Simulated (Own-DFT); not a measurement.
# Computed records: AlGa3N4 (wurtzite random alloy, atoms displaced)

A calculation, not a measurement: plane-wave density functional theory by an unreviewed code, no spin, of a simulated periodic cell, stress positive in tension, run twice, with PBE and with PBEsol, both on files made for PBE, so the change isn't that of files made for PBEsol, forces on such cells passed a denser k mesh, this cell's mesh not checked; the far tail of each file's local potential was reset to the Coulomb form; each entry is a single point on an unrelaxed cell, so the pressure reflects the starting lattice, mostly measured values (interpolated for alloys), from which strain is counted, and rises with the displacements; printed positions are rounded, which can move forces by about a meV/angstrom; the program, named Own-DFT, is a retired in-house code; no spin-orbit coupling; stress was not checked against mesh or cutoff. Program: Own-DFT development build.

```cif
# cell vector a (Å): 9.5092 0.0000 0.0000
# cell vector b (Å): -4.7546 8.2353 0.0000
# cell vector c (Å): 0.0000 0.0000 10.2685
data_AlGa3N4
_symmetry_space_group_name_H-M 'P 1'
_symmetry_Int_Tables_number 1
_cell_length_a 9.5092
_cell_length_b 9.5093
_cell_length_c 10.2685
_cell_angle_alpha 90.000
_cell_angle_beta 90.000
_cell_angle_gamma 120.000
_cell_volume 804.14
loop_
_atom_site_label
_atom_site_type_symbol
_atom_site_fract_x
_atom_site_fract_y
_atom_site_fract_z
_atom_site_occupancy
Ga1 Ga 0.10122 0.22795 0.01425 1
Ga2 Ga 0.24029 0.11355 0.25347 1
N1 N 0.11875 0.22246 0.19108 1
N2 N 0.22927 0.11335 0.43550 1
Ga3 Ga 0.11187 0.21489 0.50298 1
Ga4 Ga 0.21950 0.11532 0.74875 1
N3 N 0.10578 0.22061 0.67574 1
N4 N 0.22936 0.11038 0.94220 1
Ga5 Ga 0.10961 0.56911 0.99254 1
Al1 Al 0.21457 0.43894 0.24995 1
N5 N 0.11069 0.54548 0.19001 1
N6 N 0.22103 0.43282 0.44860 1
Ga6 Ga 0.11223 0.54909 0.50091 1
Al2 Al 0.21639 0.43832 0.76493 1
N7 N 0.10672 0.55747 0.68929 1
N8 N 0.20868 0.43111 0.93433 1
Ga7 Ga 0.11391 0.89380 0.00954 1
Ga8 Ga 0.21974 0.77855 0.26278 1
N9 N 0.11823 0.89454 0.19759 1
N10 N 0.23900 0.77968 0.45118 1
Ga9 Ga 0.10616 0.88727 0.47916 1
Ga10 Ga 0.21632 0.76541 0.76488 1
N11 N 0.10069 0.86509 0.69097 1
N12 N 0.21893 0.77519 0.94251 1
Ga11 Ga 0.45270 0.22032 0.00189 1
Ga12 Ga 0.56902 0.12602 0.25632 1
N13 N 0.44420 0.21681 0.18520 1
N14 N 0.56237 0.12089 0.43397 1
Ga13 Ga 0.45850 0.23517 0.49154 1
Al3 Al 0.56280 0.11068 0.75874 1
N15 N 0.44170 0.23360 0.69670 1
N16 N 0.54980 0.11870 0.94398 1
Al4 Al 0.42753 0.54886 0.98959 1
Ga14 Ga 0.56778 0.45490 0.24660 1
N17 N 0.45092 0.55484 0.19480 1
N18 N 0.54472 0.43351 0.42445 1
Al5 Al 0.43649 0.55977 0.48956 1
Al6 Al 0.55390 0.42440 0.74333 1
N19 N 0.44449 0.55925 0.67877 1
N20 N 0.58011 0.46066 0.94293 1
Ga15 Ga 0.44751 0.89749 0.00191 1
Al7 Al 0.57070 0.77536 0.24580 1
N21 N 0.45974 0.89453 0.18542 1
N22 N 0.57614 0.78557 0.44129 1
Ga16 Ga 0.43984 0.89240 0.48979 1
Ga17 Ga 0.54210 0.77918 0.75097 1
N23 N 0.44476 0.89823 0.69417 1
N24 N 0.54187 0.76688 0.92709 1
Ga18 Ga 0.76252 0.20411 0.00131 1
Al8 Al 0.90055 0.11560 0.24878 1
N25 N 0.76286 0.20484 0.18792 1
N26 N 0.89710 0.11825 0.43509 1
Ga19 Ga 0.77234 0.20209 0.49551 1
Ga20 Ga 0.87016 0.10601 0.75348 1
N27 N 0.78460 0.23230 0.69497 1
N28 N 0.89637 0.12196 0.93757 1
Ga21 Ga 0.76300 0.53625 0.99111 1
Ga22 Ga 0.88540 0.42494 0.26698 1
N29 N 0.77091 0.54577 0.19128 1
N30 N 0.89434 0.44198 0.43969 1
Ga23 Ga 0.80018 0.56784 0.48767 1
Ga24 Ga 0.89861 0.45048 0.74335 1
N31 N 0.78424 0.56201 0.68232 1
N32 N 0.87793 0.44497 0.93776 1
Ga25 Ga 0.78704 0.89557 0.00068 1
Ga26 Ga 0.89239 0.76343 0.25911 1
N33 N 0.78627 0.88640 0.19305 1
N34 N 0.89555 0.77838 0.44250 1
Al9 Al 0.78721 0.89578 0.50319 1
Ga27 Ga 0.87437 0.76535 0.75194 1
N35 N 0.76312 0.88739 0.69638 1
N36 N 0.90114 0.78998 0.93584 1
_calc_functional 'PBE, then PBEsol'
_calc_potential_files 'PseudoDojo norm-conserving, scalar-relativistic, standard set'
_calc_wave_cutoff 42  # hartree
_calc_occupations 'Fermi-Dirac'
_calc_smearing_width 0.1  # eV
_calc_k_mesh '4 x 4 x 3 centred on Gamma'
_calc_PBE_pressure 10.8  # GPa
_calc_PBE_stress_xx -11.7  # GPa
_calc_PBE_stress_yy -9.88  # GPa
_calc_PBE_stress_zz -10.83  # GPa
_calc_PBE_stress_yz -0.66  # GPa
_calc_PBE_stress_xz -0.47  # GPa
_calc_PBE_stress_xy -2.8  # GPa
_calc_PBEsol_pressure 5.86  # GPa
_calc_PBEsol_stress_xx -6.69  # GPa
_calc_PBEsol_stress_yy -5.01  # GPa
_calc_PBEsol_stress_zz -5.88  # GPa
_calc_PBEsol_stress_yz -0.67  # GPa
_calc_PBEsol_stress_xz -0.46  # GPa
_calc_PBEsol_stress_xy -2.78  # GPa
_calc_rms_change_of_force_components_from_PBE_to_PBEsol 0.081  # eV/angstrom
```

Force:
```
force element  PBE force x (eV/Å)  PBE force y (eV/Å)  PBE force z (eV/Å)  PBEsol force x (eV/Å)  PBEsol force y (eV/Å)  PBEsol force z (eV/Å)
           Ga               2.288              -1.157              -1.825                  2.229                 -1.124                 -1.787
           Ga              -1.687               0.374              -0.551                 -1.644                  0.357                 -0.542
            N              -0.976               0.158               1.736                  -0.84                  0.086                  1.567
            N               0.191              -0.432               0.756                   0.18                 -0.432                  0.712
           Ga               0.521               0.391              -1.532                  0.489                   0.41                  -1.48
           Ga              -0.209              -2.145               0.209                 -0.191                 -2.085                  0.202
            N              -0.544               0.359               4.583                 -0.504                  0.236                  4.427
            N              -1.168               1.047               0.039                 -1.125                  1.012                  0.038
           Ga              -0.536              -3.608               2.108                 -0.537                 -3.521                  2.068
           Al               2.027               0.708               0.949                  2.039                  0.696                  0.964
            N              -0.735               0.647               0.201                 -0.877                   0.72                  0.148
            N              -0.683                1.54              -2.825                 -0.829                    1.4                 -2.704
           Ga               0.948               0.288               0.908                  0.913                  0.273                  0.909
           Al               0.489               0.092              -5.513                   0.47                  0.096                 -5.537
            N               3.141              -0.843               0.259                  2.962                 -0.772                  0.234
            N               0.466               1.946               1.917                  0.324                  1.813                  2.076
           Ga              -0.235              -0.065              -1.076                 -0.229                 -0.065                 -1.066
           Ga               2.237              -0.636              -1.872                  2.171                 -0.606                  -1.83
            N              -0.197              -1.311                0.18                 -0.177                 -1.289                  0.177
            N              -4.577              -2.626              -2.335                 -4.488                 -2.558                  -2.33
           Ga               3.206               1.385               4.195                  3.136                  1.336                  4.107
           Ga              -0.464               2.177              -3.053                 -0.484                  2.125                 -2.995
            N              -0.644               2.364              -1.074                  -0.64                  2.305                 -1.029
            N               0.471               2.328               1.209                  0.459                  2.253                  1.156
           Ga              -3.788               2.328                0.44                 -3.677                  2.242                   0.46
           Ga               -2.71              -2.814              -1.442                 -2.646                 -2.746                 -1.427
            N                1.24               1.423               0.433                  1.216                  1.381                  0.431
            N              -0.217              -1.149               1.612                 -0.202                 -1.123                   1.56
           Ga              -1.068               -1.75                2.38                  -1.05                 -1.709                  2.284
           Al              -1.693                0.66               -1.19                 -1.684                  0.673                  -1.18
            N               1.912              -5.034              -2.123                   1.75                 -5.199                 -2.193
            N               3.099              -2.301              -2.748                  3.038                 -2.249                 -2.522
           Al               2.342               0.648               1.232                  2.338                  0.621                  1.255
           Ga              -2.021              -2.394              -0.416                  -1.97                 -2.346                 -0.393
            N              -2.601               0.332              -1.708                 -2.424                  0.225                 -1.641
            N               0.193               3.757               1.879                  0.277                  3.593                  1.782
           Al                2.15              -0.052               1.316                  2.149                 -0.031                  1.295
           Al              -0.397               7.242               1.397                  -0.38                  7.301                  1.427
            N              -0.299              -1.627               1.175                   -0.3                 -1.485                  1.234
            N               -10.8               -4.98               -4.18                 -10.45                 -4.922                 -4.018
           Ga               0.246              -1.615               0.014                   0.23                  -1.57                  0.029
           Al              -1.579               0.528               0.525                 -1.579                  0.524                   0.53
            N              -0.342              -0.891               1.835                 -0.438                 -0.797                  1.736
            N              -1.391              -0.714              -1.276                 -1.493                 -0.652                 -1.239
           Ga               4.747               2.046               2.693                  4.622                  1.995                  2.639
           Ga               0.861              -1.221              -2.201                  0.857                 -1.177                 -2.143
            N              -0.711               0.672              -0.672                 -0.676                  0.468                 -0.692
            N               0.238               0.606               3.559                  0.212                  0.755                  3.405
           Ga                0.88               2.595               0.033                  0.842                  2.542                  0.048
           Al              -0.687              -1.446               0.022                 -0.689                 -1.431                  0.004
            N               4.547                1.91               -0.11                  4.318                  1.922                  -0.13
            N               0.497               -2.11              -0.848                  0.468                 -1.932                 -0.712
           Ga              -0.186               2.118               2.096                  -0.17                  2.096                  2.033
           Ga               2.668               0.206              -0.734                  2.611                  0.204                 -0.714
            N              -1.929              -1.744              -1.288                 -1.756                 -1.652                 -1.293
            N              -1.184              -1.329               0.694                  -1.18                 -1.315                  0.693
           Ga               6.607               6.302                4.16                  6.476                  6.138                  4.072
           Ga              -0.309               1.038              -4.633                  -0.32                  1.031                 -4.522
            N               3.624               1.061              -0.541                  3.516                  1.037                 -0.499
            N               0.012              -0.657               2.026                  0.009                 -0.623                   1.95
           Ga               -2.31               -2.98               2.482                 -2.219                 -2.896                  2.441
           Ga              -2.258               -0.01               1.294                   -2.2                  0.001                  1.256
            N              -1.072              -3.027              -0.658                 -0.936                 -2.882                 -0.665
            N                3.18              -1.376              -0.537                  3.103                  -1.32                  -0.54
           Ga              -0.218              -1.426              -0.281                 -0.175                 -1.388                 -0.278
           Ga              -0.992               0.886              -2.513                 -0.973                  0.876                 -2.454
            N               0.185               1.015              -0.022                  0.316                  0.954                 -0.124
            N              -2.647                1.15              -0.771                 -2.436                  1.038                 -0.831
           Al              -0.467              -0.414               0.722                 -0.431                 -0.381                  0.736
           Ga               0.617               2.387              -0.014                  0.642                  2.332                 -0.005
            N               1.473               0.346              -1.942                  1.419                  0.348                 -1.768
            N              -0.769              -1.179               1.236                 -0.764                 -1.139                  1.197
```
